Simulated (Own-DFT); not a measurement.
# PBE and HSE06 on the same vacancies: monoclinic HfO2, Hf32O63

All values are computed. Each geometry was run twice at fixed positions with Own-DFT, a retired in-house plane-wave program that no person has reviewed: with PBE, and with HSE06 (exact exchange share 0.25 at short range, screening 0.11 per bohr, Gygi-Baldereschi treatment of its divergence). Both used PseudoDojo norm-conserving files made for PBE, a cutoff of 48 hartree, the Gamma point alone, fixed occupations, a neutral cell and no spin. One k point on a cell 10.1 Å thick isn't converged, and results move with the size of the cell. The hafnium file keeps the 4f electrons in the core, and its forces lie about 75 meV/Å off all-electron values. The oxygen file's force components were 24 meV/Å off all-electron values in a glass.

Cell vectors in Å: (10.234, 0.000, 0.000); (0.000, 10.350, 0.000); (-1.696, 0.000, 10.445). Atoms were moved at random from their ideal sites, and each line below averages several runs of one case and one width of the moves; u² is the mean square move along one axis. E is the PBE energy of the cell and D the HSE06 energy less the PBE one, each over its lowest single run, with the standard error of the mean.

- A: one O taken from a site with four Hf neighbours
- B: one O taken from a site with three Hf neighbours

| case | runs | u² (Å²) | E (eV) | error of E | D (eV) | error of D |
|---|---|---|---|---|---|---|
| A | 10 | 0.000901 | 0.258 | 0.069 | 0.107 | 0.011 |
| A | 10 | 0.002433 | 3.641 | 0.162 | 0.254 | 0.026 |
| A | 10 | 0.006357 | 13.268 | 0.389 | 0.776 | 0.047 |
| B | 10 | 0.000887 | 0.559 | 0.047 | 0.057 | 0.010 |
| B | 10 | 0.002619 | 4.407 | 0.193 | 0.252 | 0.022 |
| B | 10 | 0.006331 | 13.648 | 0.442 | 0.718 | 0.033 |

The question: how do the cases differ under PBE, and what does HSE06 change?

## Solution

Fit E and D each to a + b u², with one a for each case and lines weighted by their errors. Against A, in eV:

| case | PBE | change by HSE06 | HSE06 |
|---|---|---|---|
| B | 0.35 ± 0.08 | -0.046 ± 0.013 | 0.30 ± 0.08 |

Under PBE, B lies above A by more than three errors. D is known much better than E, because both runs of a geometry share the same random moves. HSE06 moves B down against A. The slope b is 2340 ± 46 eV/Å² for E and 119 ± 5 for D, so at this fixed cell HSE06 makes random moves about 5 % costlier. The vacancies are unrelaxed, and relaxation differs between sites.
